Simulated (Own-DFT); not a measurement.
# One host, several defects: C11b WSi2

Source: density functional calculations with Own-DFT, an unreviewed in-house program that is no longer used. Nothing was measured or relaxed, and spin and spin-orbit coupling are left out.

Method: PBE; PseudoDojo norm-conserving scalar-relativistic files; cutoff 50 hartree; 5 x 5 x 5 k mesh centred on Gamma; cold (Marzari-Vanderbilt) smearing of 0.2 eV.

Keep in mind: forces on such cells failed a check on a denser k mesh; stress not checked against mesh or cutoff.

All runs share one cell, with vectors in Å (-2.148, -5.953, 3.409); (-6.444, 2.976, 1.136); (-2.553, -2.948, -6.757) and a volume of 403.2 Å³. Atoms were moved at random from their sites; u is the rms move along one axis. The defect's site can differ from row to row.

| cell | formula | u (Å) | P (GPa) |
|---|---|---|---|
| no defect | Si20W10 | 0.0179 | 4.34 |
| no defect | Si20W10 | 0.0468 | 5.65 |
| no defect | Si20W10 | 0.0479 | 6.30 |
| one Si vacancy | Si19W10 | 0.0315 | 3.08 |
| one Si vacancy | Si19W10 | 0.0324 | 3.51 |
| one Si vacancy | Si19W10 | 0.0576 | 5.38 |
| one W vacancy | Si20W9 | 0.0320 | ? |
| one W vacancy | Si20W9 | 0.0325 | 3.50 |
| one W vacancy | Si20W9 | 0.0489 | 4.42 |
| one W vacancy | Si20W9 | 0.0503 | 4.72 |
| one W on a Si site | Si19W11 | 0.0333 | 9.39 |
| one W on a Si site | Si19W11 | 0.0524 | 10.58 |
| one W on a Si site | Si19W11 | 0.0550 | 11.37 |
| one Si on a W site | Si21W9 | 0.0283 | 6.34 |
| one Si on a W site | Si21W9 | 0.0323 | 6.74 |
| one Si on a W site | Si21W9 | 0.0442 | 6.78 |

## Working it out

P = P0 + c u² + a shift for each defect gives P0 = 4.08 GPa, c = 840 ± 88 GPa/Å² and a scatter of 0.28 GPa. The shifts, and each times the cell's volume:

- one W on a Si site: 4.43 ± 0.24 GPa, 11.2 eV
- one Si on a W site: 1.47 ± 0.23 GPa, 3.7 eV
- one W vacancy: -1.55 ± 0.23 GPa, -3.9 eV
- one Si vacancy: -1.60 ± 0.23 GPa, -4.0 eV

Positive is outwards. The product with the volume (160.2 GPa Å³ to the eV) is nearly free of the cell's size; divided by the bulk modulus at the cell's pressure it gives the volume that the defect adds. The atoms around the defects weren't relaxed, which would change these numbers.

## Test on the hidden row

The question: what pressure belongs in the blank (one W vacancy, u = 0.0320 Å)?

The fitted form gives 3.40 ± 0.34 GPa. The run itself gave 3.72 GPa.
